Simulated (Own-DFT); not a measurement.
# Device materials side by side: how hard are they to compress?

Calculated, not measured: single-point runs of Own-DFT, a retired in-house plane-wave DFT program that no person has reviewed, on unrelaxed cells, without spin or spin-orbit coupling.

Limits (not all hold for every row): forces on such cells moved up to 12 meV/angstrom on a denser k mesh; forces not confirmed at this smearing and k mesh; k mesh not checked against a denser one; forces on such cells passed a denser k mesh, each cell not checked; stress not checked against mesh or cutoff.

All runs are PBE with PseudoDojo norm-conserving files; cutoff and k mesh are each material's own. Every cell starts from measured lattice constants and was given uniform random strains and small random moves of its atoms. Each triple is the change of volume in per cent, the rms move u in Å and the pressure in GPa.

- 3C SiC (C48Si48), 10.36 Å³/atom unstrained: (-2.48, 0.053, 11.62); (-2.23, 0.051, 10.40); (-1.93, 0.054, 10.36); (-0.92, 0.049, 7.65); (0.01, 0.048, 5.44); (0.78, 0.048, 3.36); (2.32, 0.053, 1.04)
- wurtzite AlN (Al64N64), 10.45 Å³/atom unstrained: (-3.25, 0.045, 13.05); (-1.80, 0.051, 10.85); (-1.73, 0.047, 9.15); (0.27, 0.049, 5.03); (0.38, 0.049, 4.80); (2.20, 0.051, 1.19); (3.96, 0.048, -2.16)
- wurtzite GaN (Ga36N36), 11.42 Å³/atom unstrained: withheld
- diamond silicon (Si64), 20.02 Å³/atom unstrained: (-2.69, 0.052, 5.44); (-2.62, 0.050, 5.36); (-0.38, 0.048, 3.19); (0.88, 0.049, 2.02); (1.12, 0.048, 1.84); (1.15, 0.053, 1.81); (1.31, 0.050, 1.57)
- zincblende InP (In32P32), 25.27 Å³/atom unstrained: (-1.08, 0.051, 4.44); (-0.64, 0.051, 4.44); (0.68, 0.051, 3.30); (1.25, 0.054, 2.83); (1.60, 0.047, 2.51); (2.19, 0.048, 2.06); (2.33, 0.054, 2.09)
- grey tin (Sn64), 34.15 Å³/atom unstrained: (-1.96, 0.049, 4.84); (-0.89, 0.045, 4.19); (-0.07, 0.052, 3.73); (0.06, 0.049, 3.65); (0.55, 0.049, 3.40); (0.90, 0.051, 3.31); (1.35, 0.048, 3.15)

## Worked fit

Fit a line to each set against the fractional change of volume; B is minus its slope, and u is nearly the same within a set. To take it to zero pressure, assume that B rises by 4 GPa for each GPa: B0 = B - 4 x (mean pressure). The bond length of an ideal tetrahedral crystal with the unstrained volume v is d = (√3/4)(8 v)^(1/3). Cohen's empirical rule reads B0 = (1971 - 220 L) d^(-3.5) GPa, with L = 0 for group IV crystals and SiC and 1 for III-V compounds.

| material | L | d (Å) | B (GPa) | mean P (GPa) | B0 (GPa) | rule (GPa) |
|---|---|---|---|---|---|---|
| 3C SiC (C48Si48) | 0 | 1.888 | 224 ± 11 | 7.1 | 196 ± 11 | 213 |
| wurtzite AlN (Al64N64) | 1 | 1.893 | 215 ± 10 | 6.0 | 191 ± 10 | 188 |
| wurtzite GaN (Ga36N36) | 1 | 1.950 | ? | ? | ? | 169 |
| diamond silicon (Si64) | 0 | 2.352 | 95 ± 1 | 3.0 | 83 ± 1 | 99 |
| zincblende InP (In32P32) | 1 | 2.541 | 76 ± 4 | 3.1 | 63 ± 4 | 67 |
| grey tin (Sn64) | 0 | 2.810 | 52 ± 3 | 3.8 | 37 ± 3 | 53 |

A line through ln[B0/(1971 - 220 L)] against ln d has a slope of -4.1 ± 0.3 and a scatter of 11 %. Against the rule, B0 stands at 92 % for 3C SiC, 102 % for wurtzite AlN, 84 % for diamond silicon, 94 % for zincblende InP, 70 % for grey tin. PBE tends to make silicon and heavier crystals too soft, and the rule itself is only a guide.

## The run left out

Asked: what B0 does the fitted trend give for wurtzite GaN (Ga36N36)?

The straight line predicts 163 GPa. Its own runs give B = 212 ± 7 GPa at a mean pressure of 8.5 GPa, so B0 = 178 GPa.
